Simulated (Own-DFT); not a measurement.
AlGa3N4 (wurtzite random alloy, strained, atoms displaced) (calculated)

A calculation, not a measurement: plane-wave density functional theory by an unreviewed code, no spin, of a simulated periodic cell, stress positive in tension, run twice, with PBE and with PBEsol, both on files made for PBE, so the change isn't that of files made for PBEsol, forces on such cells passed a denser k mesh, this cell's mesh not checked; the far tail of each file's local potential was reset to the Coulomb form; each entry is a single point on an unrelaxed cell, so the pressure reflects the starting lattice, mostly measured values (interpolated for alloys), from which strain is counted, and rises with the displacements; printed positions are rounded, which can move forces by about a meV/angstrom; the program, named Own-DFT, is a retired in-house code; no spin-orbit coupling; stress was not checked against mesh or cutoff. Program: Own-DFT development build.

Settings shared by all entries: functional PBE, then PBEsol; potential files PseudoDojo norm-conserving, scalar-relativistic, standard set; wave cutoff 42 hartree; occupations Fermi-Dirac; smearing width 0.1 eV; k mesh 4 x 4 x 3 centred on Gamma.

```json
{"entry": 1, "formula": "AlGa3N4", "kind": "wurtzite random alloy, strained, atoms displaced", "structure": {"cell_angstrom": [[9.6994, 0.0, 0.0], [-4.8497, 8.4, 0.0], [0.0, 0.0, 10.2685]], "atoms_fractional": [["Ga", 0.10884, 0.22473, 0.00718], ["Al", 0.22617, 0.10949, 0.24729], ["N", 0.11244, 0.21821, 0.19108], ["N", 0.22557, 0.11751, 0.44333], ["Ga", 0.12134, 0.23282, 0.50639], ["Ga", 0.22263, 0.11513, 0.7532], ["N", 0.11312, 0.22588, 0.69087], ["N", 0.22886, 0.117, 0.94206], ["Ga", 0.10572, 0.55515, 0.99571], ["Ga", 0.22331, 0.44338, 0.25075], ["N", 0.12045, 0.55886, 0.19391], ["N", 0.22106, 0.43958, 0.4429], ["Ga", 0.10845, 0.55236, 0.48988], ["Ga", 0.21789, 0.44901, 0.75447], ["N", 0.10748, 0.55476, 0.68573], ["N", 0.22989, 0.45093, 0.94292], ["Ga", 0.11107, 0.89526, 0.99506], ["Ga", 0.21849, 0.76876, 0.25693], ["N", 0.10925, 0.89548, 0.19622], ["N", 0.21551, 0.77137, 0.44376], ["Al", 0.10875, 0.88173, 0.4955], ["Ga", 0.21232, 0.77305, 0.74484], ["N", 0.10511, 0.88112, 0.68686], ["N", 0.21939, 0.77186, 0.92932], ["Ga", 0.44385, 0.22644, 0.99268], ["Ga", 0.55391, 0.11236, 0.25583], ["N", 0.45794, 0.22719, 0.19864], ["N", 0.55491, 0.11573, 0.4342], ["Ga", 0.457, 0.23345, 0.50014], ["Ga", 0.55333, 0.10994, 0.74955], ["N", 0.44614, 0.2274, 0.68785], ["N", 0.55214, 0.1078, 0.94431], ["Ga", 0.45052, 0.5578, 0.99786], ["Ga", 0.55079, 0.44075, 0.24641], ["N", 0.43986, 0.55706, 0.18954], ["N", 0.5497, 0.44704, 0.43998], ["Al", 0.4327, 0.54951, 0.49534], ["Al", 0.54752, 0.4453, 0.75281], ["N", 0.44477, 0.56227, 0.68609], ["N", 0.55351, 0.44764, 0.9365], ["Ga", 0.44588, 0.88849, 0.00072], ["Ga", 0.54605, 0.77894, 0.2436], ["N", 0.4333, 0.88723, 0.18795], ["N", 0.54298, 0.77365, 0.43931], ["Ga", 0.44336, 0.8835, 0.50484], ["Ga", 0.55882, 0.78956, 0.74943], ["N", 0.45422, 0.89601, 0.68604], ["N", 0.54101, 0.7699, 0.94245], ["Ga", 0.78359, 0.22474, 0.99711], ["Al", 0.87754, 0.10307, 0.25621], ["N", 0.77724, 0.20985, 0.18272], ["N", 0.89057, 0.11071, 0.44836], ["Al", 0.77671, 0.22733, 0.50066], ["Ga", 0.88281, 0.11221, 0.74891], ["N", 0.78033, 0.23425, 0.68754], ["N", 0.8815, 0.11481, 0.9315], ["Ga", 0.77091, 0.55056, 0.00196], ["Al", 0.88674, 0.44751, 0.25318], ["N", 0.78553, 0.56164, 0.18569], ["N", 0.8836, 0.44502, 0.4359], ["Ga", 0.78833, 0.5649, 0.50088], ["Al", 0.88568, 0.43483, 0.74793], ["N", 0.78582, 0.55146, 0.69545], ["N", 0.89402, 0.44724, 0.93647], ["Ga", 0.77481, 0.88745, 0.00651], ["Ga", 0.87724, 0.77243, 0.25435], ["N", 0.77094, 0.88676, 0.1888], ["N", 0.87375, 0.77071, 0.44181], ["Ga", 0.78416, 0.89124, 0.50083], ["Al", 0.88245, 0.77731, 0.74887], ["N", 0.77178, 0.88771, 0.69049], ["N", 0.88934, 0.77488, 0.93815]]}, "results": {"PBE_pressure [GPa]": -0.3, "PBE_stress_xx [GPa]": 3.78, "PBE_stress_yy [GPa]": 1.47, "PBE_stress_zz [GPa]": -4.34, "PBE_stress_yz [GPa]": -0.06, "PBE_stress_xz [GPa]": 0.0, "PBE_stress_xy [GPa]": 1.5, "PBEsol_pressure [GPa]": -4.88, "PBEsol_stress_xx [GPa]": 8.28, "PBEsol_stress_yy [GPa]": 6.07, "PBEsol_stress_zz [GPa]": 0.3, "PBEsol_stress_yz [GPa]": -0.08, "PBEsol_stress_xz [GPa]": -0.03, "PBEsol_stress_xy [GPa]": 1.43, "force_element": ["Ga", "Al", "N", "N", "Ga", "Ga", "N", "N", "Ga", "Ga", "N", "N", "Ga", "Ga", "N", "N", "Ga", "Ga", "N", "N", "Al", "Ga", "N", "N", "Ga", "Ga", "N", "N", "Ga", "Ga", "N", "N", "Ga", "Ga", "N", "N", "Al", "Al", "N", "N", "Ga", "Ga", "N", "N", "Ga", "Ga", "N", "N", "Ga", "Al", "N", "N", "Al", "Ga", "N", "N", "Ga", "Al", "N", "N", "Ga", "Al", "N", "N", "Ga", "Ga", "N", "N", "Ga", "Al", "N", "N"], "PBE_force_x [eV/angstrom]": [-0.066, -0.204, -0.522, 0.395, -0.061, 0.1, -0.467, -1.253, 1.253, -0.072, -2.021, -0.352, 0.121, 0.795, -0.488, -0.846, 0.724, -0.669, 0.312, -0.31, -0.594, 0.803, -1.306, -0.291, 1.252, 1.037, -2.392, 1.405, -1.202, -0.215, 0.005, 0.176, -1.247, 0.1, 1.048, 0.356, 1.293, 0.797, 0.482, 0.613, -1.459, 0.121, 0.423, 1.298, -0.497, -0.081, -1.48, 1.723, -1.311, 1.117, -0.104, -1.091, 0.185, 0.691, 0.051, 1.697, 1.039, 0.807, -0.071, 0.492, -1.501, -0.014, -1.68, -1.149, -0.036, 0.696, 0.088, 2.194, -2.042, 0.813, 1.582, -0.991], "PBE_force_y [eV/angstrom]": [0.245, 0.709, -0.627, -1.544, -2.04, -0.557, -0.197, -0.329, 0.624, -0.682, -1.473, 1.322, -0.509, 0.141, -0.877, -0.961, -1.119, 1.529, -0.667, 0.947, 1.541, 0.191, 0.888, 1.041, -0.276, -0.731, -0.862, -0.228, -0.923, 0.786, 0.36, 0.793, -0.357, 1.298, -0.301, 1.129, 1.224, 0.57, -0.725, -0.383, -0.251, -0.118, 0.473, -0.598, 0.892, -1.816, -0.231, 1.46, 0.085, 0.63, 1.53, 0.927, -0.703, 0.224, -1.651, -0.966, 0.659, -0.63, -1.4, -0.84, -2.071, 2.411, 0.546, -0.814, 0.043, 1.044, 0.628, 1.598, -0.196, -0.519, 0.197, 0.49], "PBE_force_z [eV/angstrom]": [-1.213, 1.2, 1.088, -0.93, -0.542, -1.182, 0.988, -0.117, 0.809, -0.181, -0.352, -0.832, 1.442, -0.539, -0.1, 0.086, 0.827, -1.001, -0.373, 0.18, 0.503, -0.178, -0.558, 1.461, 1.497, -1.895, -1.903, 2.517, -0.285, 0.314, 1.226, -0.907, 0.64, 0.934, -0.208, -0.059, 0.861, -1.514, 0.067, -0.26, -0.182, 1.066, 0.509, -0.405, -1.256, 0.367, 0.915, -0.568, 0.182, -0.123, 1.953, -1.291, -0.289, -1.089, -0.793, 1.336, -1.188, -1.363, 1.137, -0.305, 1.221, 0.495, 0.021, -0.414, -1.859, -0.873, 1.362, -0.307, 0.266, 0.18, 0.225, -0.441], "PBEsol_force_x [eV/angstrom]": [-0.051, -0.181, -0.536, 0.378, -0.055, 0.105, -0.453, -1.219, 1.236, -0.073, -1.878, -0.499, 0.127, 0.779, -0.361, -0.838, 0.698, -0.622, 0.297, -0.166, -0.608, 0.773, -1.153, -0.288, 1.225, 0.992, -2.237, 1.259, -1.187, -0.208, 0.011, 0.171, -1.238, 0.105, 1.022, 0.475, 1.282, 0.794, 0.362, 0.6, -1.42, 0.117, 0.434, 1.244, -0.468, -0.092, -1.431, 1.684, -1.273, 1.132, -0.232, -0.961, 0.185, 0.665, 0.052, 1.646, 1.012, 0.805, -0.201, 0.482, -1.465, 0.007, -1.674, -1.109, -0.039, 0.665, 0.082, 2.052, -1.995, 0.805, 1.417, -0.966], "PBEsol_force_y [eV/angstrom]": [0.258, 0.745, -0.484, -1.382, -1.99, -0.533, -0.185, -0.328, 0.617, -0.648, -1.377, 1.196, -0.479, 0.144, -0.786, -0.94, -1.102, 1.476, -0.815, 0.822, 1.535, 0.18, 0.908, 1.009, -0.274, -0.704, -0.775, -0.266, -0.908, 0.754, 0.215, 0.773, -0.344, 1.253, -0.295, 1.006, 1.228, 0.572, -0.643, -0.374, -0.251, -0.123, 0.45, -0.448, 0.857, -1.768, -0.224, 1.433, 0.063, 0.616, 1.478, 0.832, -0.71, 0.217, -1.819, -0.933, 0.665, -0.631, -1.289, -0.671, -2.02, 2.412, 0.544, -0.796, 0.029, 0.997, 0.472, 1.502, -0.186, -0.509, 0.268, 0.485], "PBEsol_force_z [eV/angstrom]": [-1.171, 1.183, 0.958, -0.829, -0.518, -1.149, 0.948, -0.132, 0.787, -0.184, -0.364, -0.874, 1.426, -0.523, -0.132, 0.063, 0.807, -0.977, -0.417, 0.105, 0.488, -0.152, -0.452, 1.418, 1.465, -1.848, -1.885, 2.397, -0.279, 0.307, 1.146, -0.908, 0.635, 0.922, -0.212, -0.11, 0.853, -1.518, 0.156, -0.082, -0.169, 1.044, 0.493, -0.441, -1.214, 0.35, 0.88, -0.558, 0.194, -0.124, 1.811, -1.173, -0.283, -1.043, -0.693, 1.301, -1.13, -1.389, 1.055, -0.176, 1.185, 0.504, -0.106, -0.26, -1.788, -0.864, 1.264, -0.34, 0.276, 0.169, 0.168, -0.291], "rms_change_of_force_components_from_PBE_to_PBEsol [eV/angstrom]": 0.066}}
{"entry": 2, "formula": "AlGa3N4", "kind": "wurtzite random alloy, strained, atoms displaced", "structure": {"cell_angstrom": [[9.6994, 0.0, 0.0], [-4.8497, 8.4, 0.0], [0.0, 0.0, 10.2685]], "atoms_fractional": [["Al", 0.10016, 0.21867, 0.0025], ["Ga", 0.22122, 0.10115, 0.25173], ["N", 0.10351, 0.22451, 0.18334], ["N", 0.22345, 0.10476, 0.43652], ["Ga", 0.1122, 0.22318, 0.49534], ["Ga", 0.21714, 0.11621, 0.74315], ["N", 0.11772, 0.22944, 0.69308], ["N", 0.2305, 0.12489, 0.94134], ["Al", 0.10928, 0.55065, 0.98862], ["Ga", 0.22131, 0.44021, 0.24488], ["N", 0.10438, 0.54125, 0.19158], ["N", 0.21799, 0.44894, 0.44474], ["Ga", 0.11623, 0.55608, 0.5033], ["Ga", 0.2235, 0.44329, 0.74317], ["N", 0.10964, 0.5456, 0.68114], ["N", 0.22584, 0.44667, 0.94262], ["Ga", 0.11127, 0.89675, 0.9984], ["Ga", 0.21828, 0.77933, 0.25259], ["N", 0.12281, 0.8849, 0.19256], ["N", 0.2304, 0.78045, 0.43814], ["Ga", 0.10723, 0.87868, 0.49237], ["Ga", 0.21433, 0.76987, 0.75286], ["N", 0.10846, 0.8861, 0.68895], ["N", 0.2173, 0.77665, 0.93363], ["Al", 0.44352, 0.21882, 0.99656], ["Ga", 0.55539, 0.1091, 0.24886], ["N", 0.44112, 0.22721, 0.19927], ["N", 0.55697, 0.11749, 0.43643], ["Ga", 0.42993, 0.20469, 0.50843], ["Al", 0.56148, 0.10869, 0.75105], ["N", 0.45946, 0.22575, 0.68444], ["N", 0.56338, 0.125, 0.93509], ["Al", 0.44787, 0.55974, 0.9918], ["Ga", 0.56031, 0.44848, 0.25543], ["N", 0.43174, 0.56387, 0.18972], ["N", 0.56012, 0.44448, 0.44433], ["Al", 0.44042, 0.5494, 0.50074], ["Ga", 0.55664, 0.44585, 0.75446], ["N", 0.43934, 0.55808, 0.69353], ["N", 0.55789, 0.44275, 0.94527], ["Ga", 0.454, 0.88798, 0.99152], ["Al", 0.55062, 0.77777, 0.256], ["N", 0.44182, 0.88868, 0.19241], ["N", 0.55638, 0.78026, 0.43763], ["Ga", 0.44272, 0.88057, 0.49888], ["Al", 0.56434, 0.7834, 0.74341], ["N", 0.44792, 0.88692, 0.68918], ["N", 0.54832, 0.76825, 0.94782], ["Ga", 0.77637, 0.22746, 0.99058], ["Al", 0.88383, 0.10789, 0.25276], ["N", 0.7815, 0.22555, 0.19183], ["N", 0.88942, 0.12313, 0.4335], ["Ga", 0.78081, 0.21899, 0.49994], ["Ga", 0.88125, 0.11276, 0.749], ["N", 0.78558, 0.22518, 0.68891], ["N", 0.88674, 0.11218, 0.94736], ["Ga", 0.77107, 0.55988, 0.00493], ["Ga", 0.88897, 0.44649, 0.2472], ["N", 0.7898, 0.5616, 0.18496], ["N", 0.88656, 0.44943, 0.43954], ["Ga", 0.77638, 0.54913, 0.50176], ["Ga", 0.89694, 0.44411, 0.7424], ["N", 0.78378, 0.56102, 0.69759], ["N", 0.89957, 0.45231, 0.94039], ["Ga", 0.78796, 0.89406, 0.00413], ["Ga", 0.88622, 0.76988, 0.24591], ["N", 0.78155, 0.89844, 0.19017], ["N", 0.89106, 0.77723, 0.43859], ["Ga", 0.77308, 0.88508, 0.50585], ["Ga", 0.88874, 0.77843, 0.74799], ["N", 0.76505, 0.88323, 0.68636], ["N", 0.89067, 0.78744, 0.93937]]}, "results": {"PBE_pressure [GPa]": 0.18, "PBE_stress_xx [GPa]": 0.87, "PBE_stress_yy [GPa]": 2.65, "PBE_stress_zz [GPa]": -4.06, "PBE_stress_yz [GPa]": -0.81, "PBE_stress_xz [GPa]": -0.25, "PBE_stress_xy [GPa]": 0.19, "PBEsol_pressure [GPa]": -4.38, "PBEsol_stress_xx [GPa]": 5.44, "PBEsol_stress_yy [GPa]": 7.16, "PBEsol_stress_zz [GPa]": 0.55, "PBEsol_stress_yz [GPa]": -0.77, "PBEsol_stress_xz [GPa]": -0.23, "PBEsol_stress_xy [GPa]": 0.15, "force_element": ["Al", "Ga", "N", "N", "Ga", "Ga", "N", "N", "Al", "Ga", "N", "N", "Ga", "Ga", "N", "N", "Ga", "Ga", "N", "N", "Ga", "Ga", "N", "N", "Al", "Ga", "N", "N", "Ga", "Al", "N", "N", "Al", "Ga", "N", "N", "Al", "Ga", "N", "N", "Ga", "Al", "N", "N", "Ga", "Al", "N", "N", "Ga", "Al", "N", "N", "Ga", "Ga", "N", "N", "Ga", "Ga", "N", "N", "Ga", "Ga", "N", "N", "Ga", "Ga", "N", "N", "Ga", "Ga", "N", "N"], "PBE_force_x [eV/angstrom]": [1.324, -0.755, 0.422, -1.489, -0.148, 1.91, -1.331, -0.759, 0.825, -0.893, -0.245, 2.56, -1.595, -0.191, -0.082, -0.333, 1.062, 2.615, -3.136, -0.86, 0.208, 0.529, 0.041, 0.49, -0.267, -0.098, 0.883, 0.488, 1.506, -0.705, -0.593, -0.913, -0.722, -0.879, 2.851, -1.844, 0.297, 0.264, 1.681, -1.294, -1.866, 0.015, 0.826, 0.558, -0.047, -2.323, 0.194, 1.796, 0.862, 0.121, -0.224, 1.65, -1.852, 1.879, -1.672, 0.288, 1.666, 0.838, -1.533, 1.219, -0.342, -1.206, -0.246, -1.045, -1.717, -0.143, -0.274, -0.947, 0.595, 0.026, 1.631, 0.453], "PBE_force_y [eV/angstrom]": [1.368, 1.441, -1.784, -0.048, -0.048, -0.857, -1.474, -0.645, 0.822, -0.051, 1.99, -0.726, 0.353, 0.552, 1.253, -0.531, -0.153, -2.23, 0.716, -0.767, 0.589, 0.596, 0.547, -0.287, 0.889, 0.691, -0.272, -1.13, 1.462, 0.261, -0.617, -1.462, -1.632, -0.034, 0.564, 0.055, 0.395, 0.007, 0.89, -0.209, 0.355, 0.207, -0.248, -1.531, 1.82, -1.742, 0.492, 1.297, 0.788, 1.33, -0.915, -1.828, 1.195, -0.493, -0.689, 0.152, 0.081, -0.77, -0.856, -0.522, 0.74, 0.462, -0.857, -0.335, -0.269, 1.995, -1.376, -0.274, 0.557, 0.339, 1.181, -0.77], "PBE_force_z [eV/angstrom]": [-0.448, -0.994, 1.088, 0.983, 0.057, 1.143, -1.267, -0.169, 2.039, 0.603, -1.448, -0.633, -2.202, 1.802, 1.958, -0.508, -0.021, -0.679, -1.286, 0.674, 1.013, -1.337, -0.433, 1.585, 1.316, -0.132, -2.225, 1.139, -2.19, -0.973, 2.597, -0.425, 1.663, -0.471, -0.634, 0.326, -0.197, -0.59, -1.1, -0.047, 1.388, -1.565, -0.653, 0.37, 0.065, 1.561, 0.967, -2.474, 2.018, -1.158, -0.631, 0.57, -0.693, 0.825, 0.254, -1.642, -1.712, 0.489, 0.891, 0.291, 0.539, 1.313, -0.742, -0.86, 0.045, 0.716, 1.145, -0.041, -2.327, 0.297, 1.213, -0.039], "PBEsol_force_x [eV/angstrom]": [1.332, -0.698, 0.504, -1.443, -0.168, 1.847, -1.281, -0.786, 0.839, -0.887, -0.246, 2.377, -1.549, -0.182, -0.087, -0.322, 1.041, 2.55, -3.064, -0.847, 0.201, 0.508, 0.03, 0.474, -0.243, -0.112, 0.863, 0.477, 1.487, -0.687, -0.705, -0.737, -0.697, -0.843, 2.75, -1.678, 0.295, 0.272, 1.627, -1.139, -1.81, 0.034, 0.695, 0.537, -0.051, -2.332, 0.075, 1.723, 0.834, 0.133, -0.34, 1.597, -1.792, 1.825, -1.512, 0.134, 1.628, 0.824, -1.503, 1.183, -0.327, -1.172, -0.242, -1.176, -1.669, -0.127, -0.165, -0.91, 0.572, 0.042, 1.781, 0.436], "PBEsol_force_y [eV/angstrom]": [1.358, 1.407, -1.658, -0.048, -0.032, -0.835, -1.434, -0.775, 0.84, -0.041, 1.929, -0.774, 0.325, 0.531, 1.223, -0.542, -0.161, -2.147, 0.708, -0.749, 0.582, 0.597, 0.521, -0.162, 0.877, 0.68, -0.274, -1.113, 1.433, 0.253, -0.533, -1.482, -1.656, -0.076, 0.404, 0.015, 0.395, 0.002, 0.729, -0.119, 0.335, 0.22, -0.166, -1.375, 1.772, -1.75, 0.416, 1.479, 0.759, 1.331, -0.82, -1.763, 1.171, -0.461, -0.614, 0.064, 0.071, -0.751, -0.825, -0.506, 0.712, 0.446, -0.833, -0.441, -0.255, 1.934, -1.455, -0.272, 0.539, 0.322, 1.262, -0.743], "PBEsol_force_z [eV/angstrom]": [-0.488, -0.94, 1.192, 0.954, 0.071, 1.128, -1.249, -0.256, 2.029, 0.588, -1.312, -0.652, -2.139, 1.752, 1.904, -0.618, -0.025, -0.645, -1.253, 0.645, 0.997, -1.292, -0.43, 1.477, 1.327, -0.1, -2.074, 1.106, -2.14, -0.982, 2.464, -0.318, 1.651, -0.429, -0.558, 0.256, -0.196, -0.571, -0.99, -0.138, 1.372, -1.573, -0.673, 0.505, 0.071, 1.581, 0.839, -2.381, 1.974, -1.157, -0.655, 0.738, -0.67, 0.801, 0.204, -1.662, -1.661, 0.485, 0.863, 0.282, 0.518, 1.283, -0.746, -0.905, 0.059, 0.712, 1.002, -0.049, -2.247, 0.297, 1.087, -0.034], "rms_change_of_force_components_from_PBE_to_PBEsol [eV/angstrom]": 0.066}}
```
